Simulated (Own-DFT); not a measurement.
# Device materials side by side: how hard are they to compress?

Calculated, not measured: single-point runs of Own-DFT, a retired in-house plane-wave DFT program that no person has reviewed, on unrelaxed cells, without spin or spin-orbit coupling.

Caveats (not all hold for every row): forces on such cells moved up to 12 meV/angstrom on a denser k mesh; k mesh not checked against a denser one; forces on such cells passed a denser k mesh, each cell not checked; stress not checked against mesh or cutoff.

All runs are PBE with PseudoDojo norm-conserving files; cutoff and k mesh are each material's own. Every cell starts from measured lattice constants and was given uniform random strains and small random moves of its atoms. Each triple is the change of volume in per cent, the rms move u in Å and the pressure in GPa.

- 4H SiC (C36Si36), 10.36 Å³/atom unstrained: (-1.60, 0.049, 9.00); (-1.49, 0.048, 8.88); (-0.82, 0.052, 7.27); (0.28, 0.051, 5.11); (1.38, 0.048, 1.94); (1.61, 0.047, 1.62); (2.68, 0.049, -0.13)
- wurtzite AlN (Al64N64), 10.45 Å³/atom unstrained: (-3.85, 0.049, 15.05); (-3.05, 0.052, 13.04); (-0.78, 0.047, 6.87); (-0.60, 0.047, 6.95); (0.52, 0.048, 4.38); (0.77, 0.052, 4.39); (1.21, 0.049, 3.14)
- wurtzite GaN (Ga48N48), 11.42 Å³/atom unstrained: withheld
- diamond silicon (Si64), 20.02 Å³/atom unstrained: (-2.30, 0.049, 5.04); (-1.49, 0.053, 4.28); (-1.22, 0.047, 3.68); (-1.18, 0.050, 3.74); (-0.76, 0.052, 3.33); (0.83, 0.050, 1.71); (1.92, 0.048, 0.74)
- zincblende InP (In32P32), 25.27 Å³/atom unstrained: (-1.59, 0.048, 4.88); (0.47, 0.052, 3.60); (0.71, 0.054, 3.22); (0.92, 0.045, 2.91); (1.00, 0.046, 3.06); (1.15, 0.050, 2.87); (1.69, 0.051, 2.48)
- grey tin (Sn64), 34.15 Å³/atom unstrained: (-2.58, 0.049, 5.11); (-2.48, 0.050, 5.25); (-1.70, 0.052, 4.76); (-0.32, 0.050, 3.97); (0.76, 0.048, 3.39); (1.34, 0.053, 3.09); (2.04, 0.051, 2.69)

## Working it out

Fit a line to each set against the fractional change of volume; B is minus its slope, and u is nearly the same within a set. To take it to zero pressure, assume that B rises by 4 GPa for each GPa: B0 = B - 4 x (mean pressure). The bond length of an ideal tetrahedral crystal with the unstrained volume v is d = (√3/4)(8 v)^(1/3). Cohen's empirical rule reads B0 = (1971 - 220 L) d^(-3.5) GPa, with L = 0 for group IV crystals and SiC and 1 for III-V compounds.

```
material,L,d (Å),B (GPa),mean P (GPa),B0 (GPa),rule (GPa)
4H SiC (C36Si36),0,1.888,223 ± 8,4.8,204 ± 8,213
wurtzite AlN (Al64N64),1,1.893,235 ± 9,7.7,205 ± 9,188
wurtzite GaN (Ga48N48),1,1.950,?,?,?,169
diamond silicon (Si64),0,2.352,102 ± 3,3.2,89 ± 3,99
zincblende InP (In32P32),1,2.541,74 ± 5,3.3,60 ± 5,67
grey tin (Sn64),0,2.810,54 ± 1,4.0,38 ± 1,53
```

A line through ln[B0/(1971 - 220 L)] against ln d has a slope of -4.2 ± 0.2 and a scatter of 8 %. Against the rule, B0 stands at 96 % for 4H SiC, 109 % for wurtzite AlN, 90 % for diamond silicon, 90 % for zincblende InP, 72 % for grey tin. PBE tends to make silicon and heavier crystals too soft, and the rule itself is only a guide.

## Check

Question: what B0 does the fitted trend give for wurtzite GaN (Ga48N48)?

From the line: 171 GPa. Its own runs give B = 237 ± 12 GPa at a mean pressure of 8.5 GPa, so B0 = 203 GPa.
